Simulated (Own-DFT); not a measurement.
Simulation results for Al₃GaN₄ (wurtzite random alloy, strained, atoms displaced)

All values are calculated (Own-DFT development build). A calculation, not a measurement: plane-wave PBE density functional theory by an unreviewed code, no spin, of a simulated periodic cell, stress positive in tension, free energy of the whole cell less one offset for each atom, forces on such cells passed a denser k mesh, this cell's mesh not checked; offsets are fitted by least squares, one for each functional and potential file, so energies compare only between cells with the same atoms and settings and are not formation energies; the far tail of each file's local potential was reset to the Coulomb form; each entry is a single point on an unrelaxed cell, so the pressure reflects the starting lattice, mostly measured values, from which strain is counted, and rises with the displacements; printed positions are rounded, which can move forces by about a meV/angstrom; the program is a retired in-house code; no spin-orbit coupling.

Al₃GaN₄ (wurtzite random alloy, strained, atoms displaced)

```xyz
72
Lattice="9.4877 0.0000 0.0000 -4.7438 8.2166 0.0000 0.0000 0.0000 10.0655" Properties=species:S:1:pos:R:3 Al3GaN4
Ga     0.0460     1.8500    10.0309
Al     1.6148     1.0108     2.5574
N     -0.0121     1.7853     1.9706
N      1.5852     0.8880     4.4161
Al    -0.0120     1.8288     5.0054
Al     1.5715     0.9811     7.5678
N     -0.0220     1.8749     6.9886
N      1.6514     0.9366     9.4412
Al    -1.5622     4.5741     0.0767
Al     0.0002     3.7680     2.4297
N     -1.5548     4.5564     1.9716
N      0.0381     3.6476     4.5066
Al    -1.5941     4.5405     5.0377
Al     0.0715     3.6317     7.5619
N     -1.5173     4.5235     6.9532
N     -0.0254     3.6825     9.4237
Al    -3.1223     7.2794     0.0457
Al    -1.6384     6.4367     2.4588
N     -3.1329     7.3038     1.9898
N     -1.5591     6.4895     4.3294
Ga    -3.2313     7.3345     4.9916
Al    -1.6106     6.4135     7.4585
N     -3.1710     7.2298     6.9148
N     -1.5180     6.3412     9.4597
Ga     3.1924     1.7929     0.0020
Al     4.6803     0.9429     2.4491
N      3.2602     1.8443     1.9381
N      4.8098     0.9075     4.4288
Al     3.1191     1.7795     4.9459
Al     4.7565     1.0103     7.6548
N      3.1186     1.8192     6.9668
N      4.7397     0.7967     9.5397
Al     1.5701     4.5595     0.0526
Al     3.1777     3.6047     2.4923
N      1.5778     4.6455     1.9752
N      3.1496     3.5623     4.4673
Al     1.6013     4.6072     5.0042
Al     3.2030     3.6794     7.4867
N      1.6363     4.5113     6.9681
N      3.1777     3.6600     9.3940
Ga     0.0961     7.3816     0.0775
Al     1.5366     6.2733     2.4963
N     -0.0615     7.3241     1.8903
N      1.5569     6.4193     4.4000
Ga    -0.0805     7.2707     5.0463
Al     1.5727     6.3133     7.5477
N     -0.0675     7.2532     6.9460
N      1.6084     6.3447     9.4388
Al     6.3386     1.8273     0.0902
Ga     7.8192     0.8807     2.5636
N      6.3195     1.7787     1.9587
N      7.8479     0.9170     4.4811
Al     6.3329     1.7677     5.0541
Al     8.0230     0.9997     7.5374
N      6.2887     1.8330     7.0371
N      7.9450     0.9189     9.4784
Al     4.7877     4.5968    10.0340
Al     6.3821     3.6221     2.4631
N      4.6961     4.5401     1.8673
N      6.3324     3.6390     4.4645
Ga     4.7374     4.5140     4.9828
Al     6.3256     3.6540     7.5803
N      4.7195     4.6491     7.0167
N      6.3304     3.7249     9.5126
Al     3.1420     7.2877     9.9952
Ga     4.6880     6.4211     2.5312
N      3.1753     7.2714     1.9631
N      4.7431     6.4277     4.4332
Al     3.1351     7.3380     4.9839
Ga     4.7674     6.3876     7.5411
N      3.1472     7.2639     6.8679
N      4.7039     6.3874     9.4202
```

* functional: PBE
* potential files: PseudoDojo norm-conserving, scalar-relativistic, standard set
* wave cutoff: 42 hartree
* occupations: Fermi-Dirac
* smearing width: 0.1 eV
* k mesh: 4 x 4 x 3 centred on Gamma
* free energy of cell above offsets: -17.333 eV
* pressure: 2.4 GPa
* stress xx: -2.01 GPa
* stress yy: -1.65 GPa
* stress zz: -3.55 GPa
* stress yz: 0.41 GPa
* stress xz: -0.32 GPa
* stress xy: -0.21 GPa

Force:
```
element  x (eV/Å)  y (eV/Å)  z (eV/Å)
     Ga    -0.245    -0.423     0.987
     Al    -0.612    -1.488    -0.894
      N     0.857     1.722     -0.07
      N     -0.76     1.932    -0.076
     Al     0.053     0.281     0.204
     Al     0.359    -1.329    -0.648
      N     1.684    -0.482    -1.181
      N    -1.021    -1.593     0.204
     Al    -0.079     0.445     -1.63
     Al     0.373    -2.556     2.265
      N    -0.797     0.669    -0.756
      N    -0.445     0.332    -1.464
     Al     0.586     0.722    -0.007
     Al    -0.654     1.304    -0.715
      N    -0.944     0.313    -0.126
      N     0.687     0.459     1.483
     Al    -0.128    -0.041    -0.766
     Al      1.33    -0.577     0.786
      N    -0.844     1.532    -1.651
      N    -1.842    -2.661     0.201
     Ga      1.46    -1.034     0.492
     Al     0.475    -1.287     1.637
      N      0.64      2.36     0.511
      N    -1.249     0.546     0.203
     Ga     0.121     1.279    -0.503
     Al     2.383    -1.771     2.182
      N    -2.795     0.506     0.138
      N     -1.48     0.781    -0.796
     Al     1.592    -0.382     1.865
     Al    -0.928    -1.983    -1.346
      N     1.014     0.274    -0.576
      N     1.416     4.793    -1.602
     Al     0.671    -0.016    -1.567
     Al     0.231      1.28     0.688
      N     0.393    -3.921    -1.737
      N    -0.829      0.94    -1.445
     Al    -0.163    -0.489     0.756
     Al    -0.354    -0.653     0.537
      N    -0.625      0.66    -0.801
      N    -0.053     0.302     1.298
     Ga    -0.809    -4.362    -1.355
     Al     0.232     4.969     1.318
      N     0.866    -0.409     2.316
      N      0.87    -1.042    -0.235
     Ga     1.639     1.109     0.103
     Al    -0.147     1.053    -0.703
      N     1.436     1.055      1.28
      N     0.361     -0.01     0.518
     Al     0.334     0.114    -1.578
     Ga     1.594    -0.456    -0.245
      N    -1.253     1.362    -0.885
      N      1.44     0.247     0.609
     Al    -1.017     1.114     0.756
     Al    -2.989     -2.17     0.521
      N     1.025     0.273     -0.62
      N     -1.19    -0.253     -0.35
     Al    -1.386    -0.052     -0.06
     Al    -1.352     0.325     1.085
      N      0.98    -0.513     0.515
      N     0.914    -0.788    -1.143
     Ga     0.023     0.935     1.037
     Al      0.39      0.73    -0.294
      N     0.995     -3.32    -1.168
      N     0.503     -1.53     0.217
     Al     0.635      0.15     0.803
     Ga     1.435    -0.966    -0.238
      N     -2.54     0.139    -1.821
      N    -1.727    -0.786     0.107
     Al    -0.187    -0.998     0.616
     Ga    -0.975     1.331    -0.296
      N    -0.575      1.38     0.902
      N     0.999     0.626     2.211
```
